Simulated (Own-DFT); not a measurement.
# Point defects and the pressure they add: zincblende GaAs

Calculated, not measured: single-point runs of Own-DFT, a retired in-house plane-wave DFT program that no person has reviewed, on unrelaxed cells, without spin or spin-orbit coupling.

Common settings: PBE; PseudoDojo norm-conserving scalar-relativistic files; cutoff 42 hartree; 3 x 3 x 3 k mesh centred on Gamma; Fermi-Dirac smearing of 0.1 eV.

Caveats (not all hold for every row): not probed for a lower state with spin; forces on such cells failed a check on a denser k mesh; forces not confirmed at this smearing and k mesh; forces on such cells passed a denser k mesh, each cell not checked; stress not checked against mesh or cutoff.

All runs share one cell, with vectors in Å (11.307, 0.000, 0.000); (0.000, 11.307, 0.000); (0.000, 0.000, 11.307) and a volume of 1445.4 Å³. Atoms were moved at random from their sites; u is the rms move along one axis. The defect's site can differ from row to row.

| cell | formula | u (Å) | P (GPa) |
|---|---|---|---|
| no defect | As32Ga32 | 0.0189 | 3.50 |
| no defect | As32Ga32 | 0.0435 | 3.84 |
| no defect | As32Ga32 | 0.0511 | 4.09 |
| one P on an As site | As31Ga32P | 0.0289 | 3.35 |
| one P on an As site | As31Ga32P | 0.0306 | 3.33 |
| one P on an As site | As31Ga32P | 0.0318 | ? |
| one P on an As site | As31Ga32P | 0.0328 | 3.39 |
| one As on a Ga site and one Ga on an As site | As32Ga32 | 0.0308 | 3.93 |
| one As on a Ga site and one Ga on an As site | As32Ga32 | 0.0491 | 4.32 |
| one As on a Ga site and one Ga on an As site | As32Ga32 | 0.0564 | 4.26 |
| one Al on a Ga site | AlAs32Ga31 | 0.0479 | 3.93 |
| one Al on a Ga site | AlAs32Ga31 | 0.0485 | 4.03 |
| one Al on a Ga site | AlAs32Ga31 | 0.0536 | 4.03 |
| two As on a Ga site each | As34Ga30 | 0.0299 | 4.79 |
| two As on a Ga site each | As34Ga30 | 0.0307 | 4.86 |
| two As on a Ga site each | As34Ga30 | 0.0324 | 4.82 |

## Fit

P = P0 + c u² + a shift for each defect gives P0 = 3.48 GPa, c = 205 ± 30 GPa/Å² and a scatter of 0.07 GPa. The shifts, and each times the cell's volume:

- two As on a Ga site each: 1.15 ± 0.06 GPa, 10.3 eV (5.2 eV for each of its 2 sites)
- one As on a Ga site and one Ga on an As site: 0.24 ± 0.06 GPa, 2.2 eV
- one Al on a Ga site: 0.00 ± 0.06 GPa, 0.0 eV (not resolved)
- one P on an As site: -0.31 ± 0.06 GPa, -2.8 eV

Positive is outwards. The product with the volume (160.2 GPa Å³ to the eV) is nearly free of the cell's size; divided by the bulk modulus at the cell's pressure it gives the volume that the defect adds. The atoms around the defects weren't relaxed, which would change these numbers.

## Prediction

Question: what pressure belongs in the blank (one P on an As site, u = 0.0318 Å)?

The fitted form gives 3.37 ± 0.08 GPa. DFT gave 3.36 GPa.
